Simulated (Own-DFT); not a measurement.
Si₂SnGe₁₃ (diamond-structure random alloy, atoms displaced) (calculated)

Computed with Own-DFT development build. A calculation, not a measurement: plane-wave density functional theory by an unreviewed code, no spin, of a simulated periodic cell, stress positive in tension, run twice, with PBE and with PBEsol, both on files made for PBE, so the change isn't that of files made for PBEsol, forces on such cells moved up to 12 meV/angstrom on a denser k mesh; the far tail of each file's local potential was reset to the Coulomb form; each entry is a single point on an unrelaxed cell, so the pressure reflects the starting lattice, mostly measured values (interpolated for alloys), from which strain is counted, and rises with the displacements; printed positions are rounded, which can move forces by about a meV/angstrom; the program, named Own-DFT, is a retired in-house code; no spin-orbit coupling; stress was not checked against mesh or cutoff.

Common to all runs: functional PBE, then PBEsol; potential files PseudoDojo norm-conserving, scalar-relativistic, standard set; wave cutoff 49 hartree; occupations Fermi-Dirac; smearing width 0.1 eV; k mesh 3 x 3 x 3 centred on Gamma.

```yaml
- entry: 1
  formula: Si2SnGe13
  kind: "diamond-structure random alloy, atoms displaced"
  structure:
    cell_angstrom: [[11.3631, 0.0, 0.0], [0.0, 11.3631, 0.0], [0.0, 0.0, 11.3631]]
    atoms_fractional:
      - [Ge, 0.99941, 0.99733, 0.99787]
      - [Sn, 0.00093, 0.25091, 0.24618]
      - [Ge, 0.24947, 0.0032, 0.24683]
      - [Si, 0.24875, 0.24941, 0.0024]
      - [Si, 0.12571, 0.12446, 0.12079]
      - [Ge, 0.12643, 0.37507, 0.3735]
      - [Ge, 0.37891, 0.12549, 0.37417]
      - [Ge, 0.37511, 0.37477, 0.12077]
      - [Ge, 0.99923, 0.99759, 0.49601]
      - [Ge, 0.99813, 0.2472, 0.74987]
      - [Si, 0.24909, 0.99776, 0.75031]
      - [Sn, 0.24851, 0.24815, 0.49998]
      - [Ge, 0.12458, 0.12614, 0.62308]
      - [Ge, 0.12666, 0.37638, 0.87488]
      - [Ge, 0.37675, 0.1207, 0.87542]
      - [Ge, 0.37869, 0.37409, 0.62552]
      - [Ge, 0.0005, 0.50098, 0.00157]
      - [Ge, 0.00145, 0.75238, 0.24608]
      - [Ge, 0.24815, 0.50381, 0.25064]
      - [Ge, 0.25294, 0.75471, 0.00372]
      - [Ge, 0.12431, 0.62614, 0.1236]
      - [Ge, 0.12722, 0.87126, 0.3707]
      - [Ge, 0.37675, 0.62288, 0.37791]
      - [Ge, 0.37315, 0.87844, 0.12145]
      - [Ge, 0.99759, 0.50132, 0.49699]
      - [Ge, 0.99795, 0.75193, 0.74746]
      - [Si, 0.24961, 0.49865, 0.75265]
      - [Ge, 0.25318, 0.75201, 0.50045]
      - [Ge, 0.12931, 0.62657, 0.62292]
      - [Si, 0.12307, 0.87407, 0.87664]
      - [Sn, 0.37506, 0.62604, 0.87302]
      - [Ge, 0.37583, 0.87312, 0.62651]
      - [Ge, 0.4966, 0.00106, 0.99908]
      - [Ge, 0.49922, 0.24758, 0.24866]
      - [Ge, 0.7487, 0.99931, 0.24678]
      - [Ge, 0.7486, 0.24818, 0.99956]
      - [Ge, 0.62426, 0.12703, 0.12296]
      - [Ge, 0.62479, 0.37273, 0.37197]
      - [Ge, 0.87259, 0.12304, 0.37506]
      - [Si, 0.87613, 0.37101, 0.12502]
      - [Ge, 0.50293, 0.00213, 0.50107]
      - [Ge, 0.50599, 0.24519, 0.74881]
      - [Ge, 0.75119, 0.00135, 0.74725]
      - [Ge, 0.74864, 0.2502, 0.4997]
      - [Si, 0.62386, 0.12428, 0.61812]
      - [Ge, 0.62757, 0.37848, 0.87679]
      - [Ge, 0.86988, 0.12728, 0.87785]
      - [Ge, 0.87278, 0.3759, 0.62554]
      - [Ge, 0.50091, 0.49538, 0.99854]
      - [Si, 0.4966, 0.75017, 0.24621]
      - [Ge, 0.74653, 0.5022, 0.24947]
      - [Ge, 0.75095, 0.74742, 0.99862]
      - [Ge, 0.62741, 0.62703, 0.12551]
      - [Ge, 0.62755, 0.87944, 0.37642]
      - [Ge, 0.87687, 0.6253, 0.37338]
      - [Ge, 0.87184, 0.87115, 0.12376]
      - [Ge, 0.50136, 0.50269, 0.50351]
      - [Sn, 0.50423, 0.75249, 0.75266]
      - [Ge, 0.74945, 0.49913, 0.75121]
      - [Ge, 0.74931, 0.74971, 0.49868]
      - [Ge, 0.62441, 0.62663, 0.63081]
      - [Ge, 0.6303, 0.87392, 0.87259]
      - [Ge, 0.87456, 0.62178, 0.87238]
      - [Ge, 0.87416, 0.87308, 0.62812]
  results:
    "PBE_pressure [GPa]": 4.18
    "PBE_stress_xx [GPa]": -4.22
    "PBE_stress_yy [GPa]": -4.17
    "PBE_stress_zz [GPa]": -4.14
    "PBE_stress_yz [GPa]": 0.22
    "PBE_stress_xz [GPa]": -0.06
    "PBE_stress_xy [GPa]": -0.1
    "PBEsol_pressure [GPa]": 1.35
    "PBEsol_stress_xx [GPa]": -1.39
    "PBEsol_stress_yy [GPa]": -1.34
    "PBEsol_stress_zz [GPa]": -1.31
    "PBEsol_stress_yz [GPa]": 0.21
    "PBEsol_stress_xz [GPa]": -0.06
    "PBEsol_stress_xy [GPa]": -0.1
    force_element: [Ge, Sn, Ge, Si, Si, Ge, Ge, Ge, Ge, Ge, Si, Sn, Ge, Ge, Ge, Ge, Ge, Ge, Ge, Ge, Ge, Ge, Ge, Ge, Ge, Ge, Si, Ge, Ge, Si, Sn, Ge, Ge, Ge, Ge, Ge, Ge, Ge, Ge, Si, Ge, Ge, Ge, Ge, Si, Ge, Ge, Ge, Ge, Si, Ge, Ge, Ge, Ge, Ge, Ge, Ge, Sn, Ge, Ge, Ge, Ge, Ge, Ge]
    "PBE_force_x [eV/angstrom]": [0.173, 0.099, -0.019, 0.056, 0.764, -0.234, 0.41, -0.428, 0.082, 0.046, -0.365, 0.746, -1.02, 0.057, -0.928, 0.275, -0.399, -0.259, 0.35, -1.512, 0.201, 0.034, 0.164, 0.492, 0.446, 0.733, -0.632, -0.037, -0.305, 0.413, -1.568, -0.925, 0.969, -0.013, 0.071, 0.207, -0.175, -0.257, -0.51, -1.479, -0.406, -0.05, -0.388, -0.095, 0.487, -0.107, 0.587, 0.269, 0.699, 0.292, 0.832, 0.047, -0.886, -0.67, -0.251, 0.296, 0.349, 0.552, 0.036, 0.119, 1.38, 0.845, 0.347, -0.005]
    "PBE_force_y [eV/angstrom]": [0.223, -0.672, 0.068, -0.311, -0.664, 1.795, -1.022, -0.275, -0.198, 0.344, -0.091, 0.527, -1.826, -0.391, 0.666, 0.849, -0.52, -0.416, -0.296, 0.354, 0.233, 0.505, 0.58, -0.144, -0.129, -0.323, -0.796, -0.142, -0.495, 0.117, -1.517, 1.599, -0.383, 0.431, 0.166, 0.863, -0.41, 0.333, -0.507, 1.618, -0.235, 0.189, 0.445, -0.203, 0.114, -0.841, -0.471, -0.144, 0.038, 0.249, -0.597, -0.044, 0.009, -0.783, 0.279, 0.429, -0.437, 1.208, 0.058, -0.176, -1.118, 1.652, 0.299, 0.338]
    "PBE_force_z [eV/angstrom]": [0.131, 0.193, 0.012, -0.43, -0.883, 0.022, -0.723, 0.508, 0.381, 0.194, 0.165, -0.142, 1.438, 0.076, -0.37, 1.177, -0.023, 0.211, -0.175, -0.05, 0.035, 0.227, -0.579, 0.922, 0.357, 0.618, -1.305, -0.306, 0.4, -0.476, 1.5, -0.737, -0.046, -0.208, 0.035, 0.415, 0.085, 0.323, 0.43, -1.173, -0.02, 0.063, -0.162, 0.07, 0.684, -0.292, -0.424, -0.101, 0.968, 0.478, -0.215, -0.219, -0.044, -0.602, -0.222, -0.052, -0.176, -1.195, -0.246, 0.232, -1.692, 1.53, 0.185, -0.781]
    "PBEsol_force_x [eV/angstrom]": [0.099, 0.104, 0.018, 0.096, 0.71, -0.228, 0.401, -0.375, 0.074, 0.04, -0.317, 0.724, -1.02, -0.007, -0.827, 0.299, -0.355, -0.249, 0.332, -1.433, 0.197, 0.031, 0.123, 0.44, 0.433, 0.67, -0.624, -0.038, -0.325, 0.367, -1.477, -0.867, 0.927, -0.009, 0.069, 0.17, -0.171, -0.244, -0.493, -1.453, -0.423, -0.083, -0.344, -0.062, 0.475, -0.106, 0.565, 0.257, 0.683, 0.286, 0.775, 0.044, -0.817, -0.619, -0.245, 0.289, 0.327, 0.544, 0.032, 0.119, 1.338, 0.822, 0.33, -0.004]
    "PBEsol_force_y [eV/angstrom]": [0.218, -0.656, 0.027, -0.26, -0.697, 1.743, -0.99, -0.235, -0.185, 0.338, -0.055, 0.515, -1.738, -0.377, 0.639, 0.799, -0.471, -0.407, -0.288, 0.321, 0.228, 0.49, 0.533, -0.112, -0.12, -0.34, -0.783, -0.148, -0.443, 0.077, -1.433, 1.517, -0.365, 0.415, 0.161, 0.802, -0.398, 0.322, -0.495, 1.589, -0.262, 0.22, 0.391, -0.166, 0.113, -0.815, -0.458, -0.141, 0.032, 0.243, -0.547, -0.043, -0.026, -0.727, 0.267, 0.414, -0.426, 1.172, 0.06, -0.162, -1.088, 1.595, 0.293, 0.322]
    "PBEsol_force_z [eV/angstrom]": [0.133, 0.281, 0.038, -0.458, -0.823, 0.018, -0.706, 0.519, 0.369, 0.185, 0.125, -0.142, 1.362, 0.078, -0.349, 1.111, -0.056, 0.204, -0.163, -0.012, 0.04, 0.219, -0.527, 0.856, 0.338, 0.564, -1.284, -0.292, 0.353, -0.429, 1.508, -0.75, -0.047, -0.197, 0.045, 0.366, 0.083, 0.314, 0.418, -1.151, -0.062, 0.091, -0.121, 0.031, 0.669, -0.283, -0.415, -0.097, 0.937, 0.464, -0.185, -0.211, -0.072, -0.555, -0.21, -0.05, -0.166, -1.169, -0.232, 0.231, -1.642, 1.479, 0.178, -0.751]
    "rms_change_of_force_components_from_PBE_to_PBEsol [eV/angstrom]": 0.034
- entry: 2
  formula: Si2SnGe13
  kind: "diamond-structure random alloy, atoms displaced"
  structure:
    cell_angstrom: [[11.3631, 0.0, 0.0], [0.0, 11.3631, 0.0], [0.0, 0.0, 11.3631]]
    atoms_fractional:
      - [Ge, 0.00159, 0.9968, 0.99868]
      - [Ge, 0.00138, 0.24972, 0.24771]
      - [Ge, 0.2498, 0.99475, 0.25391]
      - [Ge, 0.25245, 0.25517, 0.00042]
      - [Ge, 0.13172, 0.12493, 0.12095]
      - [Ge, 0.12243, 0.3719, 0.3757]
      - [Ge, 0.36746, 0.12589, 0.37584]
      - [Sn, 0.37601, 0.37741, 0.12514]
      - [Si, 1.0, 0.00106, 0.49965]
      - [Ge, 0.00089, 0.24601, 0.75072]
      - [Ge, 0.25168, 4.0e-05, 0.74983]
      - [Si, 0.25329, 0.2504, 0.50192]
      - [Ge, 0.12397, 0.13013, 0.63059]
      - [Ge, 0.12092, 0.37623, 0.87766]
      - [Ge, 0.36874, 0.12716, 0.87686]
      - [Si, 0.37304, 0.37815, 0.62533]
      - [Ge, 0.99688, 0.49792, 0.0016]
      - [Ge, 0.99809, 0.75009, 0.24959]
      - [Ge, 0.24998, 0.49875, 0.24815]
      - [Sn, 0.24824, 0.74899, 0.99715]
      - [Ge, 0.12174, 0.6199, 0.1316]
      - [Ge, 0.12251, 0.87569, 0.37622]
      - [Ge, 0.37568, 0.6256, 0.3759]
      - [Ge, 0.37569, 0.8727, 0.1262]
      - [Ge, 0.00157, 0.49971, 0.49582]
      - [Ge, 0.00161, 0.74935, 0.74967]
      - [Ge, 0.24923, 0.5, 0.74763]
      - [Ge, 0.24592, 0.74775, 0.4994]
      - [Sn, 0.1256, 0.62534, 0.62576]
      - [Ge, 0.12289, 0.87391, 0.87599]
      - [Ge, 0.3768, 0.62326, 0.87554]
      - [Si, 0.37184, 0.87712, 0.62554]
      - [Ge, 0.4964, 0.00178, 0.0002]
      - [Ge, 0.49864, 0.25283, 0.24732]
      - [Ge, 0.74809, 0.00304, 0.25463]
      - [Ge, 0.74931, 0.2589, 0.99798]
      - [Ge, 0.62215, 0.12908, 0.12558]
      - [Si, 0.62031, 0.37957, 0.3719]
      - [Ge, 0.87149, 0.12331, 0.37696]
      - [Ge, 0.87766, 0.37195, 0.12235]
      - [Ge, 0.50153, 0.99874, 0.5003]
      - [Ge, 0.49529, 0.25003, 0.75129]
      - [Ge, 0.74723, 0.99678, 0.75211]
      - [Ge, 0.75462, 0.24924, 0.50056]
      - [Sn, 0.62549, 0.12524, 0.62709]
      - [Ge, 0.6234, 0.37617, 0.86975]
      - [Ge, 0.87115, 0.12803, 0.87537]
      - [Ge, 0.87472, 0.37406, 0.62472]
      - [Ge, 0.49853, 0.49956, 0.00175]
      - [Ge, 0.50219, 0.74905, 0.24928]
      - [Ge, 0.74806, 0.49604, 0.24947]
      - [Si, 0.7499, 0.75226, 0.00282]
      - [Ge, 0.62598, 0.62244, 0.1258]
      - [Si, 0.62205, 0.87427, 0.37313]
      - [Ge, 0.87916, 0.62489, 0.37887]
      - [Ge, 0.87743, 0.8691, 0.12817]
      - [Si, 0.50069, 0.50169, 0.49795]
      - [Ge, 0.49728, 0.74606, 0.7533]
      - [Ge, 0.74471, 0.49872, 0.75207]
      - [Ge, 0.75382, 0.75338, 0.49773]
      - [Ge, 0.62568, 0.63211, 0.62624]
      - [Ge, 0.62079, 0.87219, 0.87601]
      - [Ge, 0.87522, 0.62243, 0.87399]
      - [Ge, 0.87217, 0.87788, 0.6272]
  results:
    "PBE_pressure [GPa]": 4.2
    "PBE_stress_xx [GPa]": -4.21
    "PBE_stress_yy [GPa]": -4.19
    "PBE_stress_zz [GPa]": -4.2
    "PBE_stress_yz [GPa]": -0.18
    "PBE_stress_xz [GPa]": 0.13
    "PBE_stress_xy [GPa]": 0.36
    "PBEsol_pressure [GPa]": 1.36
    "PBEsol_stress_xx [GPa]": -1.37
    "PBEsol_stress_yy [GPa]": -1.36
    "PBEsol_stress_zz [GPa]": -1.37
    "PBEsol_stress_yz [GPa]": -0.17
    "PBEsol_stress_xz [GPa]": 0.12
    "PBEsol_stress_xy [GPa]": 0.34
    force_element: [Ge, Ge, Ge, Ge, Ge, Ge, Ge, Sn, Si, Ge, Ge, Si, Ge, Ge, Ge, Si, Ge, Ge, Ge, Sn, Ge, Ge, Ge, Ge, Ge, Ge, Ge, Ge, Sn, Ge, Ge, Si, Ge, Ge, Ge, Ge, Ge, Si, Ge, Ge, Ge, Ge, Ge, Ge, Sn, Ge, Ge, Ge, Ge, Ge, Ge, Si, Ge, Si, Ge, Ge, Si, Ge, Ge, Ge, Ge, Ge, Ge, Ge]
    "PBE_force_x [eV/angstrom]": [-0.459, -0.068, -0.042, -1.38, -0.41, 0.798, 0.761, -0.155, -0.051, -0.569, -0.352, -0.451, 0.576, 0.372, 0.395, 0.38, 0.185, 0.386, -1.059, -0.165, -0.508, -0.333, 0.029, 0.695, -0.796, -1.432, 1.187, 1.675, -0.481, -0.693, 0.48, 0.346, 0.159, 0.951, -0.319, -0.332, 0.496, 0.265, 1.019, -0.344, -1.278, -1.006, 0.807, -0.303, -0.098, -0.587, 0.14, 0.241, 1.551, 0.104, 0.41, -0.045, 0.324, 0.277, -0.719, -0.803, -0.018, -0.333, 0.613, -0.596, -0.116, 0.405, -0.498, 0.77]
    "PBE_force_y [eV/angstrom]": [0.584, -0.715, 0.424, -1.027, -0.309, -0.135, -0.003, -0.072, 0.213, 0.818, -0.199, 0.441, -0.778, -0.179, -0.126, -0.193, 0.441, -0.382, 0.874, -0.541, -0.148, -0.015, -0.179, 0.833, -1.024, 1.081, -1.309, 1.666, -0.39, 1.093, -1.167, -0.484, 0.055, -1.089, -0.722, -0.775, -0.22, -0.518, 0.077, 0.267, -1.076, 0.969, -0.571, 1.399, 0.241, -0.045, -0.576, 0.332, 1.128, 0.074, 0.167, -0.497, 0.466, 0.039, -0.108, 0.883, -0.235, 0.807, 0.415, 0.174, -0.725, -0.043, 0.587, 0.029]
    "PBE_force_z [eV/angstrom]": [0.304, 0.065, -0.508, -1.097, 0.368, 0.063, 0.143, 0.044, 0.459, 0.35, -0.113, 0.405, -1.326, -0.376, -0.086, -0.589, 0.026, 0.567, 1.775, 0.892, -0.099, 0.237, -0.015, 0.739, -0.002, 0.894, 1.265, -0.779, -0.247, -1.363, -0.782, -0.236, 0.096, 1.898, -0.537, 0.047, -0.32, 0.676, -0.058, 0.541, -0.93, 0.323, 1.12, -1.13, -0.17, 0.677, 0.255, 0.15, -1.446, 0.249, 0.32, -0.263, -0.424, 0.188, -0.698, -0.494, 0.498, -0.714, -0.735, -0.102, -0.604, 0.499, 0.427, -0.313]
    "PBEsol_force_x [eV/angstrom]": [-0.43, -0.064, -0.036, -1.34, -0.398, 0.735, 0.764, -0.153, -0.054, -0.548, -0.377, -0.479, 0.55, 0.359, 0.385, 0.371, 0.182, 0.373, -1.035, -0.155, -0.493, -0.285, -0.01, 0.674, -0.774, -1.385, 1.119, 1.594, -0.467, -0.676, 0.47, 0.337, 0.15, 0.896, -0.274, -0.316, 0.469, 0.299, 0.944, -0.333, -1.238, -0.938, 0.783, -0.256, -0.09, -0.561, 0.139, 0.229, 1.502, 0.062, 0.422, -0.045, 0.277, 0.273, -0.687, -0.733, -0.024, -0.288, 0.596, -0.542, -0.087, 0.358, -0.452, 0.71]
    "PBEsol_force_y [eV/angstrom]": [0.56, -0.678, 0.413, -1.008, -0.296, -0.094, -0.044, -0.072, 0.206, 0.791, -0.151, 0.39, -0.751, -0.174, -0.121, -0.179, 0.415, -0.372, 0.855, -0.521, -0.147, -0.053, -0.141, 0.81, -0.99, 1.048, -1.232, 1.586, -0.375, 1.058, -1.127, -0.472, 0.052, -1.086, -0.661, -0.749, -0.208, -0.546, 0.105, 0.264, -0.983, 0.91, -0.553, 1.324, 0.227, -0.043, -0.554, 0.308, 1.097, 0.034, 0.194, -0.487, 0.418, 0.041, -0.098, 0.878, -0.152, 0.752, 0.398, 0.139, -0.676, -0.009, 0.535, -0.005]
    "PBEsol_force_z [eV/angstrom]": [0.291, 0.06, -0.493, -1.066, 0.356, 0.026, 0.098, 0.038, 0.45, 0.337, -0.067, 0.359, -1.218, -0.356, -0.08, -0.499, 0.025, 0.549, 1.714, 0.863, -0.095, 0.193, -0.051, 0.716, -0.008, 0.87, 1.262, -0.788, -0.242, -1.317, -0.758, -0.23, 0.093, 1.796, -0.539, 0.041, -0.308, 0.614, -0.081, 0.511, -0.894, 0.35, 1.076, -1.065, -0.164, 0.662, 0.24, 0.14, -1.404, 0.205, 0.267, -0.257, -0.378, 0.185, -0.671, -0.444, 0.493, -0.658, -0.707, -0.057, -0.548, 0.449, 0.389, -0.275]
    "rms_change_of_force_components_from_PBE_to_PBEsol [eV/angstrom]": 0.037
```
